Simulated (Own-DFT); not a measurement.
# Misfit strain and the stress it brings: diamond-structure GeSn with randomly placed atoms, 64 atoms (Ge60Sn4)

The numbers are computed, not measured, by runs of the plane-wave DFT program Own-DFT (in-house, retired, unreviewed) at fixed positions, with no spin and no spin-orbit coupling.

All runs used: PBE; PseudoDojo norm-conserving scalar-relativistic files; cutoff 49 hartree; 3 x 3 x 3 k mesh centred on Gamma; Fermi-Dirac smearing of 0.1 eV.

Caveats: forces on such cells moved up to 12 meV/angstrom on a denser k mesh; stress not checked against mesh or cutoff.

Unstrained cell vectors in Å: (11.420, 0.000, 0.000); (0.000, 11.420, 0.000); (0.000, 0.000, 11.420). The unstrained cell has measured lattice constants (interpolated for alloys), not those of this functional. That, the random moves and any unrelaxed bonds set the pressure at no strain. Each run strains x and y alike by e, as a substrate would, and holds the height along z. Random moves of width 0.05 Å per axis were added to every atom. The random placing of the alloy's atoms differs from row to row. Stress is positive in tension.

```
e (%)  u (Å)  (s_xx + s_yy)/2 (GPa)  s_zz (GPa)
-2.75  0.044                 -10.07       -8.24
-2.50  0.045                      ?           ?
-2.00  0.050                  -8.74       -7.42
-1.25  0.049                  -7.28       -6.65
-0.75  0.051                  -6.23       -5.92
-0.50  0.052                  -5.75       -5.27
-0.25  0.052                  -5.37       -5.17
 0.25  0.051                  -4.37       -4.52
 1.75  0.050                  -1.97       -2.94
 2.75  0.046                  -0.63       -2.14
```

## What the rows give

With e as a fraction, the in-plane stress is -4.9 + 175 e - 637 e² GPa (errors 2 and 108, scatter 0.09), and s_zz is -4.9 + 115 e - 422 e² GPa (slope ± 3, scatter 0.17). At e = 0 the first slope is C11 + C12 and the second 2 C12, both with the ions held to the strained lattice and at the cell's own pressure. The term in e² is negative: the layer stiffens under compression and softens under tension. A free layer would change its height as e changes, and the in-plane slope would drop by 2 C12²/C11 to the biaxial modulus. At fixed height, a misfit of 1 % moves the in-plane stress by about 1.7 GPa and s_zz by 1.1 GPa.

## Test on the hidden row

Question: what are the two stresses at e = -2.50 %?

The fitted form gives -9.7 and -8.0 GPa. The hidden result is -9.66 and -7.81 GPa.
